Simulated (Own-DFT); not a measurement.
# Point defects and the pressure they add: 4H SiC

Source: density functional calculations with Own-DFT, an unreviewed in-house program that is no longer used. Nothing was measured or relaxed, and spin and spin-orbit coupling are left out.

Method: PBE; PseudoDojo norm-conserving scalar-relativistic files; cutoff 42 hartree; 4 x 4 x 3 k mesh centred on Gamma; Fermi-Dirac smearing of 0.1 eV.

Caveats (not all hold for every row): some atoms lie very close together; not probed for a lower state with spin; forces on such cells passed a denser k mesh, each cell not checked; stress not checked against mesh or cutoff.

All runs share one cell, with vectors in Å (9.248, 0.000, 0.000); (-4.624, 8.009, 0.000); (0.000, 0.000, 10.068) and a volume of 745.7 Å³. The atoms are randomly displaced, by u rms on each axis. The defect's site can differ from row to row.

```
cell,formula,u (Å),P (GPa)
no defect,C36Si36,0.0274,3.59
no defect,C36Si36,0.0625,6.18
no defect,C36Si36,0.0635,6.86
one C on a Si site,C37Si35,0.0456,2.89
one C on a Si site,C37Si35,0.0494,2.98
one C on a Si site,C37Si35,0.0503,3.01
one Si on a C site,C35Si37,0.0465,11.03
one Si on a C site,C35Si37,0.0503,11.75
one Si on a C site,C35Si37,0.0519,12.66
one C on a Si site and one Si on a C site,C36Si36,0.0292,7.31
one C on a Si site and one Si on a C site,C36Si36,0.0308,7.64
one C on a Si site and one Si on a C site,C36Si36,0.0527,?
one C on a Si site and one Si on a C site,C36Si36,0.0529,8.98
two Al on a Si site each,Al2C36Si34,0.0282,5.80
two Al on a Si site each,Al2C36Si34,0.0301,5.74
two Al on a Si site each,Al2C36Si34,0.0506,7.56
```

## Working it out

P = P0 + c u² + a shift for each defect gives P0 = 2.85 GPa, c = 932 ± 99 GPa/Å² and a scatter of 0.34 GPa. The shifts, and each times the cell's volume:

- one Si on a C site: 6.67 ± 0.28 GPa, 31.1 eV
- one C on a Si site and one Si on a C site: 3.70 ± 0.31 GPa, 17.2 eV
- two Al on a Si site each: 2.20 ± 0.31 GPa, 10.2 eV (5.1 eV for each of its 2 sites)
- one C on a Si site: -2.08 ± 0.28 GPa, -9.7 eV

Against the defect-free cell, a freed cell would be larger where the shift is positive and smaller where it is negative (160.2 GPa Å³ is 1 eV). The atoms around the defects weren't relaxed, which would change these numbers.

## Prediction

Asked: what pressure belongs in the blank (one C on a Si site and one Si on a C site, u = 0.0527 Å)?

From the fit: 9.13 ± 0.41 GPa. The hidden result is 8.98 GPa.
